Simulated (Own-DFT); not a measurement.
TiSi$_{2}$ (C49 TiSi2 crystal, strained, atoms displaced) (calculated)

Computed with Own-DFT development build. A calculation, not a measurement: plane-wave density functional theory by an unreviewed code, no spin, of a simulated periodic cell, stress positive in tension, run twice, with PBE and with PBEsol, both on files made for PBE, so the change isn't that of files made for PBEsol, forces on such cells moved up to 12 meV/angstrom on a denser k mesh; the far tail of each file's local potential was reset to the Coulomb form; each entry is a single point on an unrelaxed cell, so the pressure reflects the starting lattice, taken from the Materials Project, from which strain is counted, and rises with the displacements; printed positions are rounded, which can move forces by about a meV/angstrom; the program, named Own-DFT, is a retired in-house code; no spin-orbit coupling; stress was not checked against mesh or cutoff.

Common to all runs: functional PBE, then PBEsol; potential files PseudoDojo norm-conserving, scalar-relativistic, standard set; wave cutoff 42 hartree; occupations cold (Marzari-Vanderbilt); smearing width 0.2 eV; k mesh 4 x 4 x 4 centred on Gamma.

(1) TiSi$_{2}$ (C49 TiSi2 crystal, strained, atoms displaced)

```cif
# cell vector a (Å): 5.3499 -6.8619 3.5808
# cell vector b (Å): 6.8440 -0.0938 -6.9100
# cell vector c (Å): 5.1628 6.7115 3.5734
data_TiSi2
_symmetry_space_group_name_H-M 'P 1'
_symmetry_Int_Tables_number 1
_cell_length_a 9.4090
_cell_length_b 9.7261
_cell_length_c 9.1906
_cell_angle_alpha 83.569
_cell_angle_beta 93.738
_cell_angle_gamma 82.140
_cell_volume 825.14
loop_
_atom_site_label
_atom_site_type_symbol
_atom_site_fract_x
_atom_site_fract_y
_atom_site_fract_z
_atom_site_occupancy
Ti1 Ti 0.94209 0.91232 0.15567 1
Ti2 Ti 0.85980 0.87739 0.64398 1
Si1 Si 0.61090 0.91755 0.49305 1
Si2 Si 0.19118 0.87336 0.32085 1
Si3 Si 0.90017 0.03272 0.39815 1
Si4 Si 0.89916 0.77752 0.39582 1
Ti3 Ti 0.94507 0.43106 0.15602 1
Ti4 Ti 0.85347 0.36921 0.64769 1
Si5 Si 0.60571 0.42142 0.48859 1
Si6 Si 0.19192 0.37086 0.30384 1
Si7 Si 0.89932 0.52346 0.39660 1
Si8 Si 0.90526 0.27481 0.40644 1
Ti5 Ti 0.73577 0.72920 0.96732 1
Ti6 Ti 0.66433 0.67957 0.44025 1
Si9 Si 0.41090 0.72573 0.29270 1
Si10 Si 0.99505 0.66892 0.11602 1
Si11 Si 0.69941 0.82868 0.20724 1
Si12 Si 0.69654 0.57655 0.19621 1
Ti7 Ti 0.54748 0.03345 0.74935 1
Ti8 Ti 0.45223 0.97816 0.24866 1
Si13 Si 0.22016 0.01271 0.09206 1
Si14 Si 0.78135 0.97863 0.90261 1
Si15 Si 0.49692 0.12040 0.00316 1
Si16 Si 0.49817 0.87311 0.99920 1
Ti9 Ti 0.74986 0.21888 0.95023 1
Ti10 Ti 0.64781 0.18389 0.44581 1
Si17 Si 0.39591 0.23086 0.29313 1
Si18 Si 0.99156 0.17092 0.10605 1
Si19 Si 0.69813 0.31959 0.20224 1
Si20 Si 0.70134 0.07206 0.19983 1
Ti11 Ti 0.54782 0.52868 0.74735 1
Ti12 Ti 0.46388 0.47641 0.24598 1
Si21 Si 0.20890 0.52412 0.10102 1
Si22 Si 0.78910 0.47109 0.91577 1
Si23 Si 0.49715 0.62567 0.99533 1
Si24 Si 0.49843 0.37185 0.99611 1
Ti13 Ti 0.33787 0.82495 0.55364 1
Ti14 Ti 0.24692 0.76823 0.04631 1
Si25 Si 0.00906 0.82733 0.89873 1
Si26 Si 0.58108 0.78402 0.70760 1
Si27 Si 0.29127 0.91642 0.78993 1
Si28 Si 0.29066 0.67711 0.79111 1
Ti15 Ti 0.33081 0.33870 0.54574 1
Ti16 Ti 0.25690 0.27123 0.05381 1
Si29 Si 0.00604 0.33051 0.89626 1
Si30 Si 0.59572 0.27525 0.71577 1
Si31 Si 0.29194 0.42384 0.80456 1
Si32 Si 0.30381 0.17921 0.79648 1
Ti17 Ti 0.14744 0.62985 0.35204 1
Ti18 Ti 0.05708 0.57080 0.84691 1
Si33 Si 0.81508 0.62910 0.69356 1
Si34 Si 0.38927 0.56886 0.50888 1
Si35 Si 0.10274 0.72345 0.60832 1
Si36 Si 0.10210 0.47311 0.60398 1
Ti19 Ti 0.14049 0.12053 0.35155 1
Ti20 Ti 0.05031 0.08533 0.84631 1
Si37 Si 0.79248 0.12178 0.69835 1
Si38 Si 0.38904 0.07825 0.51564 1
Si39 Si 0.10100 0.22580 0.60631 1
Si40 Si 0.08960 0.97476 0.60347 1
```

It finds PBE pressure 9.01 GPa; PBE stress xx -10.09 GPa; PBE stress yy -5.39 GPa; PBE stress zz -11.54 GPa; PBE stress yz 0.09 GPa; PBE stress xz 4.67 GPa; PBE stress xy -3.34 GPa; PBEsol pressure 5.56 GPa; PBEsol stress xx -6.55 GPa; PBEsol stress yy -1.69 GPa; PBEsol stress zz -8.45 GPa; PBEsol stress yz 0.09 GPa; PBEsol stress xz 4.7 GPa; PBEsol stress xy -3.32 GPa; rms change of force components from PBE to PBEsol 0.022 eV/Å.

Force:
```tsv
force element	PBE force x (eV/Å)	PBE force y (eV/Å)	PBE force z (eV/Å)	PBEsol force x (eV/Å)	PBEsol force y (eV/Å)	PBEsol force z (eV/Å)
Ti	1.532	-0.652	-1.369	1.515	-0.651	-1.361
Ti	-0.456	1.071	0.078	-0.448	1.074	0.073
Si	0.873	-0.13	-1.672	0.867	-0.197	-1.677
Si	-0.869	-0.476	-0.875	-0.86	-0.416	-0.869
Si	-0.685	0.299	0.475	-0.692	0.294	0.487
Si	0.452	0.156	0.592	0.46	0.153	0.594
Ti	-1.147	-0.326	1.172	-1.136	-0.345	1.166
Ti	0.67	0.379	-0.63	0.664	0.394	-0.617
Si	1.414	0.057	-0.383	1.4	-0.003	-0.378
Si	0.058	1.476	-1.041	0.05	1.554	-1.042
Si	0.641	0.283	-0.059	0.636	0.282	-0.07
Si	-0.386	-0.054	-0.544	-0.379	-0.054	-0.547
Ti	-0.736	-2.443	0.094	-0.732	-2.426	0.094
Ti	-0.886	1.866	0.996	-0.875	1.858	0.981
Si	-0.006	0.014	-0.06	-0.006	-0.04	-0.063
Si	-0.516	0.063	-1.162	-0.508	0.123	-1.162
Si	-0.723	-0.094	-0.01	-0.743	-0.095	0
Si	0.162	0.054	0.356	0.169	0.052	0.35
Ti	-0.929	0.988	0.592	-0.909	0.958	0.6
Ti	0.147	0.127	0.407	0.143	0.134	0.399
Si	0.006	0.637	-1.381	0.012	0.591	-1.374
Si	0.113	0.441	2.276	0.108	0.507	2.278
Si	0.225	-0.276	-0.175	0.226	-0.266	-0.175
Si	-0.058	0.358	-0.369	-0.05	0.35	-0.355
Ti	0.938	0.962	-0.469	0.917	0.931	-0.474
Ti	-1.185	-0.231	1.413	-1.169	-0.219	1.405
Si	0.562	-0.912	1.859	0.559	-0.983	1.866
Si	0.154	-0.04	0.435	0.148	0.006	0.442
Si	0.433	-0.426	-0.377	0.441	-0.411	-0.382
Si	0.135	0.103	-0.37	0.134	0.1	-0.372
Ti	0.16	0.601	0.246	0.153	0.591	0.247
Ti	-1.05	0.853	-0.445	-1.043	0.868	-0.436
Si	-0.443	-0.841	-0.053	-0.432	-0.906	-0.066
Si	0.071	-0.071	-1.159	0.065	-0.014	-1.158
Si	-0.196	0.238	0.125	-0.198	0.235	0.127
Si	0.392	-0.123	0.025	0.4	-0.12	0.028
Ti	0.489	-0.947	0.449	0.48	-0.935	0.45
Ti	0.888	-0.686	0.055	0.876	-0.663	0.053
Si	-0.644	0.088	-0.496	-0.63	0.041	-0.488
Si	0.023	-0.084	1.506	0.02	-0.022	1.513
Si	1.897	0.62	-0.423	1.903	0.612	-0.431
Si	0.514	-0.012	1.646	0.518	-0.012	1.664
Ti	0.042	-0.562	2.721	0.037	-0.567	2.707
Ti	-0.954	-0.358	-0.765	-0.94	-0.344	-0.762
Si	-0.124	-0.262	0.504	-0.122	-0.327	0.503
Si	-0.425	0.397	-1.954	-0.415	0.452	-1.953
Si	0.525	-0.554	0.079	0.525	-0.537	0.063
Si	-0.424	0.356	0.524	-0.428	0.349	0.539
Ti	-0.356	0.377	1.129	-0.361	0.349	1.125
Ti	0.777	0.913	-0.707	0.778	0.901	-0.702
Si	-0.578	0.622	0.032	-0.572	0.57	0.025
Si	0.916	-0.272	-1.125	0.897	-0.206	-1.124
Si	-1.178	-0.11	-0.948	-1.189	-0.105	-0.965
Si	-0.476	0.186	-0.966	-0.471	0.178	-0.962
Ti	1.079	-0.177	-0.084	1.079	-0.187	-0.086
Ti	-0.753	-0.069	1.25	-0.753	-0.056	1.237
Si	0.548	-2.184	-0.169	0.542	-2.249	-0.172
Si	-0.49	-0.422	-0.349	-0.486	-0.376	-0.341
Si	-0.509	-0.168	-0.125	-0.51	-0.161	-0.124
Si	0.345	-0.624	-0.324	0.336	-0.612	-0.331
```

(2) TiSi$_{2}$ (C49 TiSi2 crystal, strained, atoms displaced)

```cif
# cell vector a (Å): 5.1520 -6.5526 3.5278
# cell vector b (Å): 6.9945 0.1341 -6.9874
# cell vector c (Å): 5.3953 6.7361 3.5145
data_TiSi2
_symmetry_space_group_name_H-M 'P 1'
_symmetry_Int_Tables_number 1
_cell_length_a 9.0512
_cell_length_b 9.8876
_cell_length_c 9.3186
_cell_angle_alpha 81.208
_cell_angle_beta 92.680
_cell_angle_gamma 83.258
_cell_volume 816.69
loop_
_atom_site_label
_atom_site_type_symbol
_atom_site_fract_x
_atom_site_fract_y
_atom_site_fract_z
_atom_site_occupancy
Ti1 Ti 0.94495 0.92359 0.15047 1
Ti2 Ti 0.85355 0.87958 0.64070 1
Si1 Si 0.61002 0.91957 0.50177 1
Si2 Si 0.18706 0.88158 0.30513 1
Si3 Si 0.90780 0.02875 0.39312 1
Si4 Si 0.89512 0.78039 0.40013 1
Ti3 Ti 0.94701 0.42488 0.15241 1
Ti4 Ti 0.85288 0.37244 0.64592 1
Si5 Si 0.61042 0.42441 0.49468 1
Si6 Si 0.19443 0.37952 0.30776 1
Si7 Si 0.90085 0.52437 0.39990 1
Si8 Si 0.89866 0.27957 0.39383 1
Ti5 Ti 0.75606 0.72426 0.95267 1
Ti6 Ti 0.64989 0.67427 0.44923 1
Si9 Si 0.41605 0.72105 0.29473 1
Si10 Si 0.99774 0.67399 0.10014 1
Si11 Si 0.70095 0.82242 0.19589 1
Si12 Si 0.70783 0.57007 0.19583 1
Ti7 Ti 0.55248 0.03254 0.75650 1
Ti8 Ti 0.46153 0.97593 0.24383 1
Si13 Si 0.20371 0.02061 0.09257 1
Si14 Si 0.79425 0.96657 0.90466 1
Si15 Si 0.48594 0.12389 0.99063 1
Si16 Si 0.49227 0.88437 0.00009 1
Ti9 Ti 0.75347 0.23058 0.95615 1
Ti10 Ti 0.65489 0.18188 0.44869 1
Si17 Si 0.40474 0.23171 0.28726 1
Si18 Si 0.98995 0.17281 0.12026 1
Si19 Si 0.70420 0.33255 0.20244 1
Si20 Si 0.69856 0.07232 0.20901 1
Ti11 Ti 0.54505 0.51687 0.76073 1
Ti12 Ti 0.45299 0.47643 0.24852 1
Si21 Si 0.20063 0.52739 0.09726 1
Si22 Si 0.78839 0.47281 0.90686 1
Si23 Si 0.49551 0.63132 0.00446 1
Si24 Si 0.49207 0.37597 0.01513 1
Ti13 Ti 0.34225 0.82454 0.56005 1
Ti14 Ti 0.25316 0.77723 0.04507 1
Si25 Si 0.01029 0.82613 0.89065 1
Si26 Si 0.58497 0.77284 0.70704 1
Si27 Si 0.30241 0.92111 0.79950 1
Si28 Si 0.30448 0.68535 0.79606 1
Ti15 Ti 0.34788 0.32441 0.55985 1
Ti16 Ti 0.24067 0.27980 0.05117 1
Si29 Si 0.01816 0.32899 0.88848 1
Si30 Si 0.58943 0.27402 0.70234 1
Si31 Si 0.29137 0.43368 0.80328 1
Si32 Si 0.30241 0.17102 0.79906 1
Ti17 Ti 0.15381 0.62479 0.35586 1
Ti18 Ti 0.06022 0.57517 0.85356 1
Si33 Si 0.81043 0.62516 0.69173 1
Si34 Si 0.39456 0.57439 0.50428 1
Si35 Si 0.09419 0.73088 0.60102 1
Si36 Si 0.10397 0.46984 0.61108 1
Ti19 Ti 0.15594 0.13048 0.35601 1
Ti20 Ti 0.05886 0.06491 0.85309 1
Si37 Si 0.80994 0.12740 0.69033 1
Si38 Si 0.40056 0.07520 0.51388 1
Si39 Si 0.09949 0.22604 0.59698 1
Si40 Si 0.10404 0.97761 0.59599 1
```

It finds PBE pressure 9.73 GPa; PBE stress xx -8.06 GPa; PBE stress yy -9.41 GPa; PBE stress zz -11.72 GPa; PBE stress yz -0.4 GPa; PBE stress xz 0.96 GPa; PBE stress xy 4.9 GPa; PBEsol pressure 6.24 GPa; PBEsol stress xx -4.45 GPa; PBEsol stress yy -5.67 GPa; PBEsol stress zz -8.6 GPa; PBEsol stress yz -0.41 GPa; PBEsol stress xz 0.96 GPa; PBEsol stress xy 4.89 GPa; rms change of force components from PBE to PBEsol 0.021 eV/Å.

Force:
```tsv
force element	PBE force x (eV/Å)	PBE force y (eV/Å)	PBE force z (eV/Å)	PBEsol force x (eV/Å)	PBEsol force y (eV/Å)	PBEsol force z (eV/Å)
Ti	0.129	-0.187	0.111	0.136	-0.212	0.112
Ti	0.275	0.686	0.576	0.273	0.699	0.578
Si	-0.163	-1.067	-1.393	-0.162	-1.137	-1.386
Si	0.314	0.404	1.604	0.313	0.46	1.617
Si	0.018	0.607	0.02	0.029	0.603	0.028
Si	-0.214	-0.403	0.439	-0.218	-0.395	0.435
Ti	0.206	-0.529	-0.091	0.209	-0.539	-0.092
Ti	0.656	0.07	-0.145	0.643	0.086	-0.149
Si	-0.059	-0.592	-0.555	-0.059	-0.652	-0.552
Si	0.16	1.16	0.38	0.161	1.218	0.383
Si	0.575	0.003	-0.057	0.588	0.006	-0.052
Si	0.494	0.162	0.743	0.492	0.161	0.746
Ti	-1.214	0.706	-0.336	-1.191	0.679	-0.326
Ti	0.383	-0.488	0.368	0.376	-0.464	0.363
Si	-0.162	-0.191	-1.688	-0.166	-0.242	-1.69
Si	0.58	1.635	-0.321	0.571	1.696	-0.335
Si	-0.02	0.141	-0.071	-0.017	0.138	-0.077
Si	0.564	0.535	-0.893	0.561	0.52	-0.898
Ti	-1.505	0.012	0.689	-1.497	0.002	0.675
Ti	-0.443	1.774	-0.107	-0.451	1.773	-0.108
Si	0.835	-0.84	-0.497	0.812	-0.905	-0.511
Si	1.062	0.596	-1.156	1.051	0.65	-1.153
Si	2.135	-0.092	0.212	2.16	-0.091	0.227
Si	-0.03	-0.688	1.117	-0.034	-0.675	1.123
Ti	-1.621	0.615	0.384	-1.603	0.586	0.372
Ti	-0.954	-0.077	0.57	-0.94	-0.055	0.571
Si	0.083	-0.472	1.322	0.076	-0.517	1.323
Si	-0.199	-0.303	-0.722	-0.187	-0.266	-0.735
Si	-1.419	0.234	0.373	-1.425	0.231	0.382
Si	0.104	-0.847	-0.716	0.084	-0.833	-0.73
Ti	0.328	-0.655	-0.909	0.329	-0.679	-0.911
Ti	0.34	0.233	0.05	0.336	0.253	0.05
Si	0.442	-1.645	0.7	0.431	-1.712	0.705
Si	0.773	-0.041	0.108	0.765	0.017	0.118
Si	-0.201	-0.542	0.433	-0.2	-0.528	0.435
Si	-0.43	-1.081	-0.063	-0.434	-1.068	-0.071
Ti	-0.29	-1.804	-0.644	-0.275	-1.801	-0.632
Ti	0.158	0.418	0.44	0.151	0.427	0.425
Si	-0.484	-0.911	0.187	-0.477	-0.968	0.188
Si	0.751	0.599	1.143	0.74	0.656	1.148
Si	0.478	0.111	-0.786	0.479	0.116	-0.796
Si	-0.821	0.708	1.149	-0.84	0.699	1.149
Ti	-0.421	-0.408	-0.589	-0.414	-0.424	-0.584
Ti	0.284	-0.921	1.032	0.292	-0.892	1.024
Si	-1.184	0.613	0.189	-1.17	0.582	0.198
Si	1.206	0.703	0.649	1.192	0.76	0.65
Si	0.329	-0.556	1.225	0.347	-0.547	1.236
Si	-0.096	0.424	-0.874	-0.112	0.411	-0.892
Ti	-0.366	0.549	-0.819	-0.365	0.513	-0.811
Ti	-0.703	0.467	-1.15	-0.695	0.486	-1.131
Si	-0.015	-0.104	-0.032	-0.016	-0.157	-0.036
Si	0.458	1.064	0.509	0.454	1.124	0.509
Si	-0.387	-0.263	0.601	-0.377	-0.26	0.607
Si	-0.243	-0.335	-1.122	-0.253	-0.335	-1.133
Ti	-0.716	0.139	0.095	-0.714	0.127	0.088
Ti	0.267	-0.029	-1.836	0.26	-0.012	-1.815
Si	0.161	-0.229	0.604	0.155	-0.278	0.598
Si	-0.346	0.226	-0.648	-0.333	0.281	-0.66
Si	0.005	0.302	0.267	0.009	0.294	0.263
Si	0.151	0.401	-0.067	0.149	0.391	-0.059
```

(3) TiSi$_{2}$ (C49 TiSi2 crystal, strained, atoms displaced)

```cif
# cell vector a (Å): 5.1851 -6.7946 3.3577
# cell vector b (Å): 7.0588 -0.1299 -7.1776
# cell vector c (Å): 5.0706 6.7750 3.4906
data_TiSi2
_symmetry_space_group_name_H-M 'P 1'
_symmetry_Int_Tables_number 1
_cell_length_a 9.1829
_cell_length_b 10.0678
_cell_length_c 9.1540
_cell_angle_alpha 83.860
_cell_angle_beta 95.476
_cell_angle_gamma 81.677
_cell_volume 827.28
loop_
_atom_site_label
_atom_site_type_symbol
_atom_site_fract_x
_atom_site_fract_y
_atom_site_fract_z
_atom_site_occupancy
Ti1 Ti 0.93585 0.91814 0.15727 1
Ti2 Ti 0.85578 0.86800 0.66054 1
Si1 Si 0.61040 0.91808 0.48939 1
Si2 Si 0.18187 0.87543 0.30522 1
Si3 Si 0.89339 0.01626 0.39627 1
Si4 Si 0.90605 0.77552 0.41536 1
Ti3 Ti 0.94917 0.42356 0.16074 1
Ti4 Ti 0.85499 0.36891 0.64121 1
Si5 Si 0.60426 0.42495 0.49158 1
Si6 Si 0.18864 0.37518 0.30772 1
Si7 Si 0.90130 0.52811 0.40646 1
Si8 Si 0.90521 0.27036 0.40267 1
Ti5 Ti 0.75508 0.72440 0.95219 1
Ti6 Ti 0.65280 0.67891 0.45189 1
Si9 Si 0.40859 0.72012 0.28654 1
Si10 Si 0.99631 0.68636 0.10509 1
Si11 Si 0.69618 0.83962 0.19518 1
Si12 Si 0.70305 0.57243 0.19714 1
Ti7 Ti 0.55111 0.02875 0.76107 1
Ti8 Ti 0.45477 0.97206 0.24442 1
Si13 Si 0.20608 0.02333 0.08274 1
Si14 Si 0.80021 0.97316 0.91620 1
Si15 Si 0.50441 0.13276 0.99774 1
Si16 Si 0.50542 0.87677 0.99766 1
Ti9 Ti 0.74273 0.22785 0.95537 1
Ti10 Ti 0.65642 0.17823 0.43270 1
Si17 Si 0.40534 0.23087 0.29095 1
Si18 Si 0.98899 0.17438 0.10310 1
Si19 Si 0.69347 0.32263 0.20076 1
Si20 Si 0.69950 0.07802 0.19695 1
Ti11 Ti 0.53858 0.52029 0.75231 1
Ti12 Ti 0.45366 0.48506 0.24890 1
Si21 Si 0.21050 0.52311 0.09425 1
Si22 Si 0.78777 0.47708 0.90297 1
Si23 Si 0.49801 0.62907 0.00462 1
Si24 Si 0.49699 0.37842 0.00003 1
Ti13 Ti 0.34594 0.82137 0.55769 1
Ti14 Ti 0.25592 0.78135 0.04345 1
Si25 Si 0.00777 0.82835 0.89357 1
Si26 Si 0.59331 0.77410 0.70241 1
Si27 Si 0.30317 0.92820 0.79346 1
Si28 Si 0.30481 0.67516 0.79204 1
Ti15 Ti 0.35173 0.32612 0.54692 1
Ti16 Ti 0.26016 0.27105 0.04803 1
Si29 Si 0.00481 0.33426 0.88598 1
Si30 Si 0.59638 0.27159 0.71544 1
Si31 Si 0.28655 0.42415 0.80295 1
Si32 Si 0.29185 0.17740 0.81254 1
Ti17 Ti 0.14143 0.63106 0.35399 1
Ti18 Ti 0.05137 0.58049 0.83915 1
Si33 Si 0.80612 0.61952 0.69929 1
Si34 Si 0.38368 0.57914 0.51262 1
Si35 Si 0.09827 0.73302 0.60163 1
Si36 Si 0.09758 0.47742 0.60158 1
Ti19 Ti 0.13936 0.12878 0.36149 1
Ti20 Ti 0.06064 0.07091 0.85635 1
Si37 Si 0.80195 0.12785 0.68894 1
Si38 Si 0.38656 0.08015 0.51313 1
Si39 Si 0.09352 0.22544 0.60363 1
Si40 Si 0.10698 0.96977 0.60114 1
```

Results for TiSi$_{2}$ (C49 TiSi2 crystal, strained, atoms displaced): PBE pressure 8.54 GPa; PBE stress xx -10.28 GPa; PBE stress yy -5.14 GPa; PBE stress zz -10.21 GPa; PBE stress yz 2.7 GPa; PBE stress xz -6.24 GPa; PBE stress xy -2.41 GPa; PBEsol pressure 5.11 GPa; PBEsol stress xx -6.74 GPa; PBEsol stress yy -1.45 GPa; PBEsol stress zz -7.13 GPa; PBEsol stress yz 2.7 GPa; PBEsol stress xz -6.27 GPa; PBEsol stress xy -2.39 GPa; rms change of force components from PBE to PBEsol 0.022 eV/Å.

Force:
```tsv
force element	PBE force x (eV/Å)	PBE force y (eV/Å)	PBE force z (eV/Å)	PBEsol force x (eV/Å)	PBEsol force y (eV/Å)	PBEsol force z (eV/Å)
Ti	1.833	-0.922	-0.105	1.815	-0.927	-0.101
Ti	-0.56	-0.53	-1.596	-0.566	-0.515	-1.57
Si	0.98	0.187	-1.107	0.964	0.132	-1.107
Si	0.863	-0.476	0.263	0.846	-0.426	0.264
Si	1.358	0.315	-0.162	1.365	0.308	-0.175
Si	-1.735	-0.034	-0.802	-1.759	-0.036	-0.807
Ti	-0.689	-0.509	-1.015	-0.686	-0.522	-1.008
Ti	0.728	0.983	-0.796	0.733	0.988	-0.791
Si	0.393	0.076	0.151	0.384	0.03	0.153
Si	0.5	0.268	-0.092	0.491	0.334	-0.095
Si	-0.733	-0.093	-0.373	-0.744	-0.093	-0.374
Si	-0.565	0.179	-0.86	-0.572	0.176	-0.863
Ti	-0.435	0.953	-0.491	-0.425	0.918	-0.496
Ti	-1.136	-0.486	0.343	-1.12	-0.452	0.339
Si	1.133	0.55	-0.677	1.122	0.499	-0.669
Si	-0.93	0.242	1.595	-0.913	0.309	1.583
Si	-0.523	0.313	1.746	-0.508	0.307	1.766
Si	0.662	0.184	-0.087	0.67	0.179	-0.085
Ti	-1.085	-0.602	-0.123	-1.069	-0.61	-0.119
Ti	0.164	0.673	-0.739	0.166	0.663	-0.731
Si	1.583	0.522	1.128	1.566	0.453	1.132
Si	-0.665	0.215	-1.691	-0.661	0.274	-1.693
Si	-0.474	0.485	0.302	-0.48	0.476	0.301
Si	-0.357	0.129	-0.315	-0.356	0.128	-0.332
Ti	0.226	-0.639	0.336	0.21	-0.639	0.33
Ti	0.317	1.842	0.831	0.321	1.837	0.819
Si	-0.028	-0.175	0.966	-0.018	-0.233	0.971
Si	0.524	0.174	0.198	0.515	0.226	0.189
Si	0.885	-0.439	-0.211	0.885	-0.429	-0.198
Si	-0.084	0.033	-0.088	-0.072	0.031	-0.089
Ti	0.861	-0.338	0.192	0.855	-0.354	0.189
Ti	-1.228	-0.245	0.794	-1.222	-0.235	0.793
Si	-0.125	-0.054	-0.781	-0.121	-0.108	-0.772
Si	0.295	1.004	0.822	0.286	1.076	0.821
Si	-0.29	-0.496	-0.072	-0.298	-0.481	-0.076
Si	0.102	-0.053	-0.26	0.099	-0.057	-0.264
Ti	-0.06	-0.867	-1.084	-0.064	-0.855	-1.071
Ti	-0.644	0.025	0.401	-0.634	0.045	0.396
Si	0.312	-0.866	0.795	0.304	-0.933	0.794
Si	0.558	0.733	0.298	0.549	0.785	0.294
Si	0.561	0.384	0.56	0.561	0.38	0.568
Si	0.291	0.838	0.23	0.291	0.82	0.231
Ti	0.409	1.384	0.116	0.406	1.353	0.113
Ti	-0.363	1.239	-1.091	-0.367	1.231	-1.091
Si	0.1	0.084	1.455	0.1	0.025	1.459
Si	-0.653	0.31	-1.615	-0.641	0.377	-1.626
Si	0.623	-0.833	0.331	0.636	-0.819	0.332
Si	-0.493	-1.417	0.148	-0.489	-1.388	0.16
Ti	-0.271	-0.335	0.694	-0.267	-0.341	0.689
Ti	0.831	0.618	0.767	0.819	0.626	0.753
Si	-0.388	-0.814	-0.819	-0.372	-0.883	-0.821
Si	-0.422	-0.47	0.235	-0.417	-0.422	0.227
Si	0.009	0.001	1.08	0.007	0.005	1.099
Si	-0.197	-0.492	0.046	-0.189	-0.484	0.037
Ti	-0.803	-1.401	0.556	-0.787	-1.396	0.548
Ti	-1.544	-0.215	-2.182	-1.527	-0.201	-2.161
Si	0.108	-0.647	1.587	0.105	-0.703	1.595
Si	-0.194	-0.573	0.76	-0.19	-0.524	0.752
Si	0.44	-0.474	0.589	0.431	-0.465	0.586
Si	0.028	0.552	-1.082	0.028	0.539	-1.098
```
